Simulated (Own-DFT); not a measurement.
# Which defects push the lattice out? C40 NbSi2

Source: density functional calculations with Own-DFT, an unreviewed in-house program that is no longer used. Nothing was measured or relaxed, and spin and spin-orbit coupling are left out.

Common settings: PBE; PseudoDojo norm-conserving scalar-relativistic files; cutoff 42 hartree; 4 x 4 x 5 k mesh centred on Gamma; cold (Marzari-Vanderbilt) smearing of 0.2 eV.

Known weak points: forces on such cells failed a check on a denser k mesh; stress not checked against mesh or cutoff.

All runs share one cell, with vectors in Å (0.000, 8.324, 0.000); (-9.613, 0.000, 0.000); (0.000, 0.000, 6.586) and a volume of 527.0 Å³. Atoms were moved at random from their sites; u is the rms move along one axis. The defect's site can differ from row to row.

```
                    cell   formula   u (Å)  P (GPa)
               no defect  Nb12Si24  0.0192     1.48
               no defect  Nb12Si24  0.0201     1.53
               no defect  Nb12Si24  0.0503     2.56
two Si on a Nb site each  Nb10Si26  0.0279     1.61
two Si on a Nb site each  Nb10Si26  0.0318        ?
two Si on a Nb site each  Nb10Si26  0.0499     2.56
two Si on a Nb site each  Nb10Si26  0.0510     2.53
          one Si vacancy  Nb12Si23  0.0311     1.02
          one Si vacancy  Nb12Si23  0.0465     1.55
          one Si vacancy  Nb12Si23  0.0523     2.04
two Nb on a Si site each  Nb14Si22  0.0297     7.49
two Nb on a Si site each  Nb14Si22  0.0305     7.49
two Nb on a Si site each  Nb14Si22  0.0514     8.41
```

## Working it out

P = P0 + c u² + a shift for each defect gives P0 = 1.28 GPa, c = 520 ± 21 GPa/Å² and a scatter of 0.06 GPa. The shifts, and each times the cell's volume:

- two Nb on a Si site each: 5.74 ± 0.05 GPa, 18.9 eV (9.4 eV for each of its 2 sites)
- two Si on a Nb site each: -0.07 ± 0.05 GPa, -0.2 eV (-0.1 eV for each of its 2 sites) (not resolved)
- one Si vacancy: -0.76 ± 0.05 GPa, -2.5 eV

Against the defect-free cell, a freed cell would be larger where the shift is positive and smaller where it is negative (160.2 GPa Å³ is 1 eV). The atoms around the defects weren't relaxed, which would change these numbers.

## Check

Q: what pressure belongs in the blank (two Si on a Nb site each, u = 0.0318 Å)?

Estimate: 1.74 ± 0.07 GPa. The run itself gave 1.58 GPa.
